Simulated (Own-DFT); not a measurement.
# A layer strained by its substrate: wurtzite AlGaN with randomly placed atoms, 72 atoms (Al27Ga9N36)

Everything here is calculated. The program is Own-DFT (plane waves, in-house, since retired, never reviewed by a person); positions were held fixed, and spin and spin-orbit coupling were off.

Method: PBE; PseudoDojo norm-conserving scalar-relativistic files; cutoff 42 hartree; 4 x 4 x 3 k mesh centred on Gamma; Fermi-Dirac smearing of 0.1 eV.

Keep in mind: forces on such cells passed a denser k mesh, each cell not checked; stress not checked against mesh or cutoff.

Unstrained cell vectors in Å: (9.394, 0.000, 0.000); (-4.697, 8.135, 0.000); (0.000, 0.000, 10.066). The unstrained cell has measured lattice constants (interpolated for alloys), not those of this functional. That, the random moves and any unrelaxed bonds set the pressure at no strain. Each run strains x and y alike by e, as a substrate would, and holds the height along z. Random moves of width 0.05 Å per axis were added to every atom. The random placing of the alloy's atoms differs from row to row. Stress is positive in tension.

```
e (%),u (Å),(s_xx + s_yy)/2 (GPa),s_zz (GPa)
-2.25,0.049,-20.07,-11.37
-2.00,0.048,-18.39,-11.10
-1.50,0.051,-15.73,-9.94
-1.25,0.049,-15.33,-7.21
-1.00,0.048,-12.40,-7.27
-0.75,0.046,-9.67,-9.24
1.00,0.052,-2.18,-4.48
1.75,0.047,?,?
2.25,0.053,4.36,-4.80
2.75,0.056,6.09,-3.16
```

## Fit

With e as a fraction, the in-plane stress is -6.9 + 540 e - 2329 e² GPa (errors 18 and 1354, scatter 0.83), and s_zz is -7.2 + 151 e GPa (slope ± 23, scatter 1.22). At e = 0 the first slope is C11 + C12 and the second 2 C13, both with the ions held to the strained lattice and at the cell's own pressure. A free layer would change its height as e changes, and the in-plane slope would drop by 2 C13²/C33 to the biaxial modulus. At fixed height, a misfit of 1 % moves the in-plane stress by about 5.4 GPa and s_zz by 1.5 GPa.

## Test on the hidden row

Asked: what are the two stresses at e = 1.75 %?

From the fit: 1.8 and -4.5 GPa. DFT gave 3.52 and -4.25 GPa.
